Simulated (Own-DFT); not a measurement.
# Misfit strain and the stress it brings: diamond-structure GeSn with randomly placed atoms, 64 atoms (Ge52Sn12)

Everything here is calculated. The program is Own-DFT (plane waves, in-house, since retired, never reviewed by a person); positions were held fixed, and spin and spin-orbit coupling were off.

All runs used: PBE; PseudoDojo norm-conserving scalar-relativistic files; cutoff 49 hartree; 3 x 3 x 3 k mesh centred on Gamma; Fermi-Dirac smearing of 0.1 eV.

Limits: forces on such cells moved up to 12 meV/angstrom on a denser k mesh; stress not checked against mesh or cutoff.

Unstrained cell vectors in Å: (11.628, 0.000, 0.000); (0.000, 11.628, 0.000); (0.000, 0.000, 11.628). The unstrained cell has measured lattice constants (interpolated for alloys), not those of this functional. That, the random moves and any unrelaxed bonds set the pressure at no strain. Each run strains x and y alike by e, as a substrate would, and holds the height along z. Each coordinate of each atom was shifted by a normal deviate of width 0.05 Å. The random placing of the alloy's atoms differs from row to row. Stress is positive in tension.

```
e (%)  u (Å)  (s_xx + s_yy)/2 (GPa)  s_zz (GPa)
-2.75  0.054                 -10.52       -9.12
-2.50  0.055                 -10.14       -8.74
-1.75  0.050                  -8.61       -7.64
-0.50  0.052                  -6.25       -6.12
 0.50  0.050                  -4.44       -4.61
 1.00  0.047                  -3.74       -4.39
 2.25  0.050                  -2.15       -3.24
 2.50  0.049                  -1.48       -2.81
 2.75  0.054                      ?           ?
 3.00  0.053                  -1.30       -2.71
```

## Fit

With e as a fraction, the in-plane stress is -5.3 + 167 e - 939 e² GPa (errors 2 and 157, scatter 0.15), and s_zz is -5.4 + 115 e - 781 e² GPa (slope ± 2, scatter 0.14). At e = 0 the first slope is C11 + C12 and the second 2 C12, both with the ions held to the strained lattice and at the cell's own pressure. The term in e² is negative: the layer stiffens under compression and softens under tension. A free layer would change its height as e changes, and the in-plane slope would drop by 2 C12²/C11 to the biaxial modulus. At fixed height, a misfit of 1 % moves the in-plane stress by about 1.7 GPa and s_zz by 1.2 GPa.

## Check

Q: what are the two stresses at e = 2.75 %?

The fitted form gives -1.4 and -2.8 GPa. The calculation gave -1.43 and -2.59 GPa.
